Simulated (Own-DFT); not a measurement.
# Computed records: GaN (wurtzite, strained, atoms displaced)

Computed with Own-DFT development build. A calculation, not a measurement: plane-wave PBE density functional theory by an unreviewed code, no spin, of a simulated periodic cell, stress positive in tension, free energy of the whole cell less one offset for each atom, forces on such cells passed a denser k mesh, this cell's mesh not checked; offsets are fitted by least squares, one for each functional and potential file, so energies compare only between cells with the same atoms and settings and are not formation energies; the far tail of each file's local potential was reset to the Coulomb form; each entry is a single point on an unrelaxed cell, so the pressure reflects the starting lattice, mostly measured values (interpolated for alloys), from which strain is counted, and rises with the displacements; printed positions are rounded, which can move forces by about a meV/angstrom; the program, named Own-DFT, is a retired in-house code; no spin-orbit coupling.

GaN (wurtzite, strained, atoms displaced)

```cif
# cell vector a (Å): 12.7560 0.0000 0.0000
# cell vector b (Å): -4.7835 8.2853 0.0000
# cell vector c (Å): 0.0000 0.0000 10.6033
data_GaN
_symmetry_space_group_name_H-M 'P 1'
_symmetry_Int_Tables_number 1
_cell_length_a 12.7560
_cell_length_b 9.5670
_cell_length_c 10.6033
_cell_angle_alpha 90.000
_cell_angle_beta 90.000
_cell_angle_gamma 120.000
_cell_volume 1120.63
loop_
_atom_site_label
_atom_site_type_symbol
_atom_site_fract_x
_atom_site_fract_y
_atom_site_fract_z
_atom_site_occupancy
Ga1 Ga 0.07605 0.22649 0.00387 1
Ga2 Ga 0.16159 0.11406 0.24499 1
N1 N 0.08778 0.21483 0.19219 1
N2 N 0.16914 0.11236 0.43438 1
Ga3 Ga 0.08755 0.23157 0.49965 1
Ga4 Ga 0.17014 0.10785 0.74819 1
N3 N 0.08094 0.21333 0.69246 1
N4 N 0.16292 0.10096 0.92829 1
Ga5 Ga 0.07960 0.55842 0.99562 1
Ga6 Ga 0.16453 0.43409 0.25129 1
N5 N 0.08513 0.56014 0.19522 1
N6 N 0.17059 0.44030 0.44223 1
Ga7 Ga 0.08272 0.55679 0.49789 1
Ga8 Ga 0.16298 0.44251 0.74804 1
N7 N 0.08510 0.55778 0.68624 1
N8 N 0.16058 0.43834 0.93637 1
Ga9 Ga 0.08091 0.88325 0.00240 1
Ga10 Ga 0.16959 0.77460 0.24754 1
N9 N 0.08967 0.88311 0.18770 1
N10 N 0.16359 0.77628 0.43198 1
Ga11 Ga 0.08162 0.88912 0.49945 1
Ga12 Ga 0.16508 0.77546 0.74930 1
N11 N 0.08635 0.88684 0.69000 1
N12 N 0.16450 0.77192 0.94393 1
Ga13 Ga 0.33026 0.22068 0.00178 1
Ga14 Ga 0.42241 0.11376 0.24447 1
N13 N 0.34028 0.22986 0.18478 1
N14 N 0.40974 0.10326 0.43812 1
Ga15 Ga 0.33201 0.22920 0.49506 1
Ga16 Ga 0.41410 0.11261 0.75322 1
N15 N 0.33675 0.22530 0.69891 1
N16 N 0.41498 0.10817 0.93843 1
Ga17 Ga 0.32902 0.55306 0.00026 1
Ga18 Ga 0.41153 0.43924 0.24920 1
N17 N 0.33101 0.55717 0.18975 1
N18 N 0.41644 0.44837 0.44060 1
Ga19 Ga 0.33835 0.56649 0.51124 1
Ga20 Ga 0.41685 0.44566 0.74558 1
N19 N 0.33501 0.55093 0.69276 1
N20 N 0.42105 0.45275 0.93441 1
Ga21 Ga 0.33349 0.88241 0.99816 1
Ga22 Ga 0.41631 0.77532 0.25085 1
N21 N 0.33416 0.89177 0.18082 1
N22 N 0.41488 0.77371 0.43450 1
Ga23 Ga 0.32790 0.88471 0.50568 1
Ga24 Ga 0.42353 0.78077 0.74647 1
N23 N 0.32972 0.89361 0.69078 1
N24 N 0.41865 0.78019 0.93950 1
Ga25 Ga 0.58714 0.22958 0.99708 1
Ga26 Ga 0.66565 0.10662 0.24665 1
N25 N 0.59005 0.22488 0.18855 1
N26 N 0.66935 0.10931 0.43705 1
Ga27 Ga 0.58591 0.21907 0.50176 1
Ga28 Ga 0.66988 0.10871 0.75211 1
N27 N 0.58573 0.22264 0.68808 1
N28 N 0.67086 0.10224 0.93543 1
Ga29 Ga 0.58265 0.55556 0.99922 1
Ga30 Ga 0.67369 0.45441 0.25032 1
N29 N 0.58690 0.55811 0.18667 1
N30 N 0.66752 0.45441 0.44049 1
Ga31 Ga 0.57491 0.54645 0.51055 1
Ga32 Ga 0.66344 0.43965 0.75261 1
N31 N 0.58165 0.55743 0.69245 1
N32 N 0.66679 0.43814 0.94997 1
Ga33 Ga 0.58000 0.88750 0.98880 1
Ga34 Ga 0.65822 0.76584 0.25728 1
N33 N 0.58423 0.88772 0.19156 1
N34 N 0.66980 0.78445 0.43128 1
Ga35 Ga 0.58085 0.88882 0.49975 1
Ga36 Ga 0.66547 0.78399 0.74184 1
N35 N 0.58295 0.89375 0.68691 1
N36 N 0.66882 0.77546 0.92832 1
Ga37 Ga 0.83405 0.22014 0.00489 1
Ga38 Ga 0.91995 0.11642 0.25143 1
N37 N 0.83137 0.21840 0.19337 1
N38 N 0.91387 0.11069 0.42858 1
Ga39 Ga 0.83280 0.21543 0.49950 1
Ga40 Ga 0.92142 0.10946 0.74671 1
N39 N 0.83388 0.22459 0.68615 1
N40 N 0.91440 0.10705 0.95087 1
Ga41 Ga 0.83325 0.56469 0.00310 1
Ga42 Ga 0.92779 0.44994 0.24722 1
N41 N 0.83052 0.55404 0.18050 1
N42 N 0.91535 0.44562 0.44386 1
Ga43 Ga 0.83263 0.55983 0.49811 1
Ga44 Ga 0.91620 0.44131 0.75532 1
N43 N 0.83073 0.55182 0.68588 1
N44 N 0.92796 0.45728 0.93180 1
Ga45 Ga 0.84267 0.89042 0.99460 1
Ga46 Ga 0.91648 0.77248 0.25613 1
N45 N 0.82524 0.87539 0.19163 1
N46 N 0.91167 0.77234 0.44240 1
Ga47 Ga 0.82658 0.88661 0.50328 1
Ga48 Ga 0.92402 0.78621 0.74468 1
N47 N 0.82895 0.88445 0.68497 1
N48 N 0.92124 0.77306 0.93530 1
```

```
functional                        : PBE
potential files                   : PseudoDojo norm-conserving, scalar-relativistic, standard set with the stringent files for Ga
wave cutoff                       : 96 hartree
occupations                       : Gaussian
smearing width                    : 0.01 eV
k mesh                            : 3 x 4 x 3 centred on Gamma
free energy of cell above offsets : -5.706 eV
pressure                          : 2.79 GPa
stress xx                         : -4.7 GPa
stress yy                         : -5.74 GPa
stress zz                         : 2.06 GPa
stress yz                         : 0.34 GPa
stress xz                         : -0.5 GPa
stress xy                         : -0.7 GPa
```

Force:
| element | x (eV/Å) | y (eV/Å) | z (eV/Å) |
| --- | --- | --- | --- |
| Ga | 2.031 | -0.858 | -0.449 |
| Ga | 4.251 | -2.448 | 1.321 |
| N | -3.388 | 1.897 | -1.758 |
| N | -0.999 | -0.13 | 0.242 |
| Ga | -0.229 | -2.293 | 0.402 |
| Ga | -0.237 | 0.268 | 0.301 |
| N | 0.672 | 1.104 | -1.144 |
| N | -0.444 | 0.848 | 1.979 |
| Ga | 1.874 | -0.109 | 1.385 |
| Ga | -0.02 | 1.462 | 0.543 |
| N | 1.636 | -1.306 | -1.657 |
| N | -0.588 | 1.702 | -0.58 |
| Ga | 0.038 | -0.249 | 0.15 |
| Ga | 0.395 | -0.173 | 0.377 |
| N | -0.037 | -0.47 | -0.128 |
| N | 0.271 | 0.88 | 0.164 |
| Ga | 0.755 | 0.707 | 0.042 |
| Ga | 0.457 | 1.287 | 0.486 |
| N | -1.852 | 0.82 | 0.108 |
| N | 0.301 | 0.024 | 0.852 |
| Ga | 0.242 | -0.01 | -0.244 |
| Ga | 0.384 | -0.222 | 1.05 |
| N | -0.291 | 0.465 | -1.179 |
| N | 0.4 | 1.052 | -1.277 |
| Ga | 0.09 | 0.238 | -1.003 |
| Ga | -0.302 | -0.271 | 0.637 |
| N | -0.865 | -1.334 | 0.213 |
| N | 0.682 | 1.016 | -0.149 |
| Ga | 1.022 | -1.069 | 0.801 |
| Ga | 1.096 | 0.034 | 0.158 |
| N | -0.639 | -0.022 | -2.054 |
| N | 0.367 | 0.326 | 0.153 |
| Ga | 0.537 | 0.055 | -0.118 |
| Ga | 0.835 | 1.497 | 0.224 |
| N | 0.084 | -0.779 | -0.471 |
| N | -0.435 | 0.068 | -0.364 |
| Ga | -0.168 | -1.226 | -1.188 |
| Ga | 0.505 | -0.355 | 1.729 |
| N | -1.379 | 1.095 | -0.347 |
| N | -0.768 | -1.027 | 0.353 |
| Ga | -0.746 | 0.878 | 0.14 |
| Ga | -0.214 | 0.818 | -0.554 |
| N | 0.581 | -0.39 | 0.867 |
| N | -0.414 | 0.748 | 1.011 |
| Ga | 0.021 | 0.376 | -0.82 |
| Ga | -1.894 | -0.421 | 1.049 |
| N | 1.22 | -0.846 | -0.193 |
| N | -0.476 | -1.15 | -1.243 |
| Ga | 0.092 | -2.766 | 1.062 |
| Ga | -0.076 | 0.039 | 0.751 |
| N | -0.518 | 0.271 | -0.288 |
| N | -0.733 | -0.002 | 0.017 |
| Ga | -0.742 | 0.388 | -0.544 |
| Ga | -0.427 | 1.053 | -0.168 |
| N | -0.317 | -0.599 | 0.329 |
| N | -0.911 | 1.684 | 0.069 |
| Ga | 0.164 | 0.576 | 0.238 |
| Ga | -0.803 | -1.199 | 0.42 |
| N | -0.998 | -1.161 | -0.072 |
| N | 0.022 | -1.244 | -0.397 |
| Ga | 1.035 | 1.18 | -1.152 |
| Ga | 0.546 | 0.79 | 0.229 |
| N | 0.454 | -0.062 | -0.402 |
| N | -0.28 | 2.034 | -2.181 |
| Ga | 1.836 | -0.634 | 1.978 |
| Ga | 0.453 | 1.359 | -1.609 |
| N | -0.41 | -0.581 | -1.018 |
| N | -1.066 | -1.171 | 2.567 |
| Ga | 0.397 | 0.154 | -0.755 |
| Ga | 0.559 | -0.976 | 1.405 |
| N | 0.358 | -0.215 | -0.812 |
| N | 0.031 | 0.411 | 0.443 |
| Ga | -0.497 | 0.563 | -0.03 |
| Ga | -0.451 | -2.101 | -0.778 |
| N | 0.735 | 1.217 | -0.97 |
| N | 1.16 | 0.048 | 2.001 |
| Ga | -0.358 | 1.139 | -0.074 |
| Ga | -1.68 | -0.233 | 0.828 |
| N | 0.895 | -0.781 | 0.355 |
| N | 0.05 | 0.731 | -1.892 |
| Ga | 0.729 | -1.225 | -0.773 |
| Ga | -2.652 | -1.159 | 1.189 |
| N | 1.716 | 0.352 | 1.427 |
| N | 0.3 | -0.385 | -1.132 |
| Ga | 0.274 | -1.374 | 1.095 |
| Ga | -0.42 | 0.663 | -1.575 |
| N | 0.139 | 0.62 | 0.679 |
| N | -2.474 | -2.209 | 1.222 |
| Ga | -1.508 | -1.618 | 1.489 |
| Ga | -0.318 | 0.632 | -0.749 |
| N | 1.081 | 1.307 | -0.605 |
| N | 0.324 | 1.651 | -0.387 |
| Ga | 0.911 | 0.435 | -1.238 |
| Ga | -0.821 | -1.87 | 0.491 |
| N | 0.704 | 0.882 | 0.283 |
| N | -0.861 | 0.873 | -0.782 |
